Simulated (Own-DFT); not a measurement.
# Which defects push the lattice out? L1_0 TiAl

Everything here is calculated. The program is Own-DFT (plane waves, in-house, since retired, never reviewed by a person); positions were held fixed, and spin and spin-orbit coupling were off.

Settings: PBE; PseudoDojo norm-conserving scalar-relativistic files; cutoff 42 hartree; 4 x 4 x 4 k mesh centred on Gamma; cold (Marzari-Vanderbilt) smearing of 0.2 eV.

Known weak points: forces on such cells failed a check on a denser k mesh; stress not checked against mesh or cutoff.

All runs share one cell, with vectors in Å (5.622, 5.622, 0.000); (-5.622, 5.622, 0.000); (0.000, 0.000, 8.133) and a volume of 514.0 Å³. The atoms are randomly displaced, by u rms on each axis. The defect's site can differ from row to row.

```
            cell   formula   u (Å)  P (GPa)
       no defect  Al16Ti16  0.0197     1.16
       no defect  Al16Ti16  0.0217     1.20
       no defect  Al16Ti16  0.0502     1.76
  one Ti vacancy  Al16Ti15  0.0268     0.45
  one Ti vacancy  Al16Ti15  0.0276     0.40
  one Ti vacancy  Al16Ti15  0.0304     0.53
two Al vacancies  Al14Ti16  0.0301    -0.50
two Al vacancies  Al14Ti16  0.0303    -0.46
two Al vacancies  Al14Ti16  0.0452        ?
two Al vacancies  Al14Ti16  0.0512    -0.16
```

## Worked fit

P = P0 + c u² + a shift for each defect gives P0 = 1.10 GPa, c = 244 ± 25 GPa/Å² and a scatter of 0.06 GPa. The shifts, and each times the cell's volume:

- one Ti vacancy: -0.83 ± 0.05 GPa, -2.7 eV
- two Al vacancies: -1.83 ± 0.05 GPa, -5.9 eV (-2.9 eV for each of its 2 sites)

Against the defect-free cell, a freed cell would be larger where the shift is positive and smaller where it is negative (160.2 GPa Å³ is 1 eV). The atoms around the defects weren't relaxed, which would change these numbers.

## Check

Q: what pressure belongs in the blank (two Al vacancies, u = 0.0452 Å)?

The fitted form gives -0.23 ± 0.07 GPa. Computed: -0.29 GPa.
